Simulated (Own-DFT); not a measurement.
# Bulk modulus against bond length in tetrahedral crystals

The numbers are computed, not measured, by runs of the plane-wave DFT program Own-DFT (in-house, retired, unreviewed) at fixed positions, with no spin and no spin-orbit coupling.

Limits (not all hold for every row): forces on such cells moved up to 12 meV/angstrom on a denser k mesh; k mesh not checked against a denser one; forces on such cells passed a denser k mesh, each cell not checked; stress not checked against mesh or cutoff.

All runs are PBE with PseudoDojo norm-conserving files; cutoff and k mesh are each material's own. Every cell starts from measured lattice constants and was given uniform random strains and small random moves of its atoms. Each triple is the change of volume in per cent, the rms move u in Å and the pressure in GPa.

- 3C SiC (C32Si32), 10.36 Å³/atom unstrained: (-1.90, 0.051, 10.51); (-1.90, 0.051, 10.19); (-1.53, 0.049, 8.94); (-1.47, 0.043, 8.10); (0.12, 0.053, 5.61); (2.07, 0.051, 0.90); (3.12, 0.046, -1.01)
- wurtzite AlN (Al64N64), 10.45 Å³/atom unstrained: (-3.55, 0.049, 14.03); (-1.52, 0.053, 9.19); (-1.20, 0.051, 8.41); (-0.51, 0.048, 6.96); (0.25, 0.053, 5.30); (1.80, 0.050, 2.24); (3.33, 0.050, -1.00)
- wurtzite GaN (Ga48N48), 11.42 Å³/atom unstrained: (-3.17, 0.047, 13.65); (-1.45, 0.049, 10.16); (-1.11, 0.049, 9.99); (0.72, 0.052, 6.25); (1.89, 0.048, 3.33); (3.66, 0.049, 0.64); (3.72, 0.045, 0.11)
- diamond silicon (Si64), 20.02 Å³/atom unstrained: withheld
- zincblende InP (In32P32), 25.27 Å³/atom unstrained: (-1.71, 0.048, 4.93); (-0.42, 0.048, 4.16); (-0.13, 0.053, 3.86); (-0.04, 0.052, 3.77); (0.20, 0.048, 3.49); (0.41, 0.051, 3.34); (1.71, 0.049, 2.62)
- grey tin (Sn64), 34.15 Å³/atom unstrained: (-1.53, 0.050, 4.60); (-0.86, 0.051, 4.17); (-0.67, 0.053, 4.12); (0.61, 0.054, 3.49); (0.85, 0.053, 3.30); (1.00, 0.052, 3.33); (1.26, 0.047, 3.00)

## Working it out

Fit a line to each set against the fractional change of volume; B is minus its slope, and u is nearly the same within a set. To take it to zero pressure, assume that B rises by 4 GPa for each GPa: B0 = B - 4 x (mean pressure). The bond length of an ideal tetrahedral crystal with the unstrained volume v is d = (√3/4)(8 v)^(1/3). Cohen's empirical rule reads B0 = (1971 - 220 L) d^(-3.5) GPa, with L = 0 for group IV crystals and SiC and 1 for III-V compounds.

| material | L | d (Å) | B (GPa) | mean P (GPa) | B0 (GPa) | rule (GPa) |
|---|---|---|---|---|---|---|
| 3C SiC (C32Si32) | 0 | 1.888 | 221 ± 10 | 6.2 | 197 ± 10 | 213 |
| wurtzite AlN (Al64N64) | 1 | 1.893 | 216 ± 4 | 6.4 | 190 ± 4 | 188 |
| wurtzite GaN (Ga48N48) | 1 | 1.950 | 196 ± 5 | 6.3 | 171 ± 5 | 169 |
| diamond silicon (Si64) | 0 | 2.352 | ? | ? | ? | 99 |
| zincblende InP (In32P32) | 1 | 2.541 | 70 ± 4 | 3.7 | 55 ± 4 | 67 |
| grey tin (Sn64) | 0 | 2.810 | 53 ± 3 | 3.7 | 38 ± 3 | 53 |

A line through ln[B0/(1971 - 220 L)] against ln d has a slope of -4.2 ± 0.1 and a scatter of 5 %. Against the rule, B0 stands at 92 % for 3C SiC, 101 % for wurtzite AlN, 101 % for wurtzite GaN, 82 % for zincblende InP, 72 % for grey tin. PBE tends to make silicon and heavier crystals too soft, and the rule itself is only a guide.

## Check

Question: what B0 does the fitted trend give for diamond silicon (Si64)?

From the line: 83 GPa. Its own runs give B = 95 ± 3 GPa at a mean pressure of 2.0 GPa, so B0 = 88 GPa.
